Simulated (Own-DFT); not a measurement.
# Response to strain: fcc Cu, 16 atoms (Cu16)

Calculated results; nothing here was measured. The program, named Own-DFT, is a retired in-house plane-wave density functional code that no person has reviewed. Each row is one single-point run on a periodic cell that was not relaxed, without spin or spin-orbit coupling.

Settings of every run: PBE; PseudoDojo norm-conserving scalar-relativistic files; cutoff 50 hartree; 7 x 7 x 5 k mesh centred on Gamma; cold (Marzari-Vanderbilt) smearing of 0.2 eV.

Known limits: forces on such cells failed a check on a denser k mesh; stress not checked against mesh or cutoff.

Unstrained cell vectors in Å: (3.615, 3.615, 0.000); (-3.615, 3.615, 0.000); (0.000, 0.000, 7.230). The unstrained cell has measured lattice constants (interpolated for alloys), not those of this functional. That, the random moves and any unrelaxed bonds set the pressure at no strain. Each run strains this cell uniformly, with the atoms carried along. Every atom was also moved at random, by a Gaussian of width 0.05 Å on each axis. Strain is the symmetric tensor, in per cent. Stress is positive in tension, and the pressure is minus a third of its trace.

| run | e_xx (%) | e_yy (%) | e_zz (%) | e_yz (%) | e_xz (%) | e_xy (%) | s_xx (GPa) | s_yy (GPa) | s_zz (GPa) | s_yz (GPa) | s_xz (GPa) | s_xy (GPa) | P (GPa) | E (meV/atom) |
|---|---|---|---|---|---|---|---|---|---|---|---|---|---|---|
| 1 | 1.58 | 1.09 | 0.50 | 0.61 | 0.08 | -0.71 | 2.36 | 1.77 | 1.83 | 0.78 | -0.02 | -1.09 | -1.99 | 0.0 |
| 2 | -1.61 | -1.98 | 1.22 | -0.80 | 0.11 | 0.73 | -7.30 | -7.31 | -5.10 | -1.27 | 0.03 | 1.53 | 6.57 | 11.2 |
| 3 | 0.68 | 1.22 | -0.48 | 1.88 | 1.83 | -1.19 | -1.00 | -0.64 | -1.57 | 3.37 | 3.18 | -1.51 | 1.07 | 11.6 |
| 4 | -0.37 | -0.05 | -0.35 | -1.53 | -1.95 | -0.62 | -5.11 | -4.66 | -4.67 | -2.65 | -3.82 | -0.65 | 4.82 | 24.2 |
| 5 | -0.11 | 1.74 | 1.49 | -0.14 | -0.76 | -0.22 | 0.51 | 1.80 | 1.85 | -0.17 | -1.57 | -0.47 | -1.39 | 9.5 |
| 6 | 1.19 | 0.48 | 1.74 | 1.76 | -1.40 | -1.03 | 1.56 | 1.18 | 2.21 | 2.78 | -2.40 | -1.39 | -1.65 | 13.2 |
| 7 | -0.10 | 0.11 | 1.24 | 0.97 | 1.79 | 1.73 | -2.02 | -1.62 | -0.81 | 1.61 | 3.00 | 2.89 | 1.48 | 15.8 |
| 8 | -0.87 | 1.32 | -0.92 | 0.96 | 0.21 | 1.69 | -4.79 | -3.28 | -4.49 | 1.18 | 0.73 | 2.98 | 4.19 | 19.3 |
| 9 | 1.03 | -1.24 | 1.22 | 1.20 | 1.89 | -0.40 | -1.40 | -2.32 | -1.26 | 1.99 | 2.64 | -0.72 | 1.66 | 11.1 |
| 10 | 0.36 | 1.44 | 0.72 | 0.25 | 1.38 | -2.00 | -0.14 | 1.13 | 0.52 | 0.59 | 2.16 | -3.07 | -0.50 | 11.8 |
| 11 | -1.49 | -1.20 | -0.79 | -1.06 | -1.38 | -0.86 | -9.63 | -9.05 | -8.89 | -2.22 | -2.48 | -1.59 | 9.19 | 29.3 |
| 12 | -1.18 | 0.59 | -0.90 | 1.70 | 1.59 | -0.83 | -6.22 | -4.93 | -6.05 | 2.82 | 3.23 | -1.33 | 5.73 | 20.6 |
| 13 | 1.05 | 0.35 | -1.09 | -1.31 | 0.34 | -0.92 | -2.11 | -3.23 | -3.00 | -2.60 | 0.68 | -1.47 | 2.78 | 12.7 |
| 14 | 1.62 | -0.45 | 0.89 | 0.55 | 0.13 | -0.20 | 0.60 | -0.83 | 0.61 | 1.09 | -0.01 | -0.22 | -0.13 | 5.4 |
| 15 | -1.08 | 1.79 | 1.94 | 1.60 | -0.18 | -0.52 | ? | ? | ? | ? | ? | ? | ? | ? |

E is the free energy for each atom above the lowest run shown.

## Worked fit

Each stress component was fitted by least squares to a constant and the strains of the runs shown, as fractions, with shears doubled. Shear strains stay in the fit of a normal stress only where such slopes are resolved. The slopes, in GPa:

```
stress  at no strain  per e_xx  per e_yy  per e_zz  scatter
  s_xx          -3.5   212 ± 9   128 ± 9  131 ± 10     0.33
  s_yy          -3.4   131 ± 8   192 ± 7   146 ± 8     0.28
  s_zz          -3.2  148 ± 10   128 ± 9  196 ± 10     0.35
```

Each shear stress against twice its own strain: yz 83 ± 3, xz 85 ± 3, xy 82 ± 4 GPa. These are stiffnesses along x, y and z of the frame in which the cell vectors are given, which need not be the crystal's axes. The atoms are held to the strained lattice; where symmetry lets them move under strain, relaxing them would lower some slopes. The table should be nearly symmetric about its diagonal, and what it lacks of that shows the noise. A ninth of its sum, 157 ± 3 GPa, estimates the bulk modulus near the mean pressure of these runs, 2.3 GPa, so it lies above the value at zero pressure.

## Withheld run

Question: what normal stresses and pressure should run 15 give?

The fit gives s_xx = -0.9, s_yy = 1.5, s_zz = 1.3 and P = -0.6 GPa. The calculation gave -0.46, 1.29, 0.98 and P = -0.60 GPa.
